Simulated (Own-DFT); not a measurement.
# Energy and forces against displacement in grey tin, 64 atoms (Sn64)

Calculated results; nothing here was measured. The program, named Own-DFT, is a retired in-house plane-wave density functional code that no person has reviewed. Each row is one single-point run on a periodic cell that was not relaxed, without spin or spin-orbit coupling.

Settings of every run: PBE; PseudoDojo norm-conserving scalar-relativistic files; cutoff 42 hartree; 3 x 3 x 3 k mesh centred on Gamma; cold (Marzari-Vanderbilt) smearing of 0.2 eV.

Known limits: forces on such cells moved up to 12 meV/angstrom on a denser k mesh; stress not checked against mesh or cutoff.

Cell vectors in Å: (12.978, 0.000, 0.000); (0.000, 12.978, 0.000); (0.000, 0.000, 12.978). In each run every atom was moved at random and independently from its ideal site; u is the rms move along one axis. E is the free energy for each atom above the fitted value at u = 0, and F the rms of the force components.

| run | u (Å) | E (meV/atom) | F (eV/Å) | largest force (eV/Å) | P (GPa) |
|---|---|---|---|---|---|
| 1 | 0.0204 | 4.8 | 0.198 | 0.73 | 3.37 |
| 2 | 0.0212 | 5.8 | 0.219 | 0.70 | 3.38 |
| 3 | 0.0479 | ? | ? | ? | ? |
| 4 | 0.0561 | 39.8 | 0.612 | 2.08 | 3.70 |
| 5 | 0.0904 | 90.0 | 0.893 | 3.21 | 4.10 |
| 6 | 0.0945 | 118.6 | 1.084 | 3.60 | 4.44 |
| 7 | 0.0948 | 111.5 | 1.029 | 3.50 | 4.36 |
| 8 | 0.1372 | 183.1 | 1.185 | 4.27 | 4.86 |

## Worked fit

For small independent moves the energy grows as E = (3/2) K u², with K the mean stiffness felt by one atom. The runs with u up to 0.11 Å give K = 8.2 ± 0.3 eV/Å², with residuals divided by u² + 0.0006 Å², since the noise grows with the moves. The scatter is 2.5 meV/atom at u = 0.05 Å. The forces follow F = G u with G = 10.5 eV/Å²; no force at u = 0 is resolved. G exceeds K because the moves of its neighbours add to the force on an atom, and stiffness differs between atoms. The pressure follows P = 3.33 + 113 u² GPa: at fixed volume, shortened bonds push harder than stretched ones pull.

## Withheld run

Question: what energy and rms force should run 3 give?

The fit gives 28 ± 3 meV/atom and about 0.50 eV/Å. The calculation gave 25.9 meV/atom and 0.482 eV/Å.
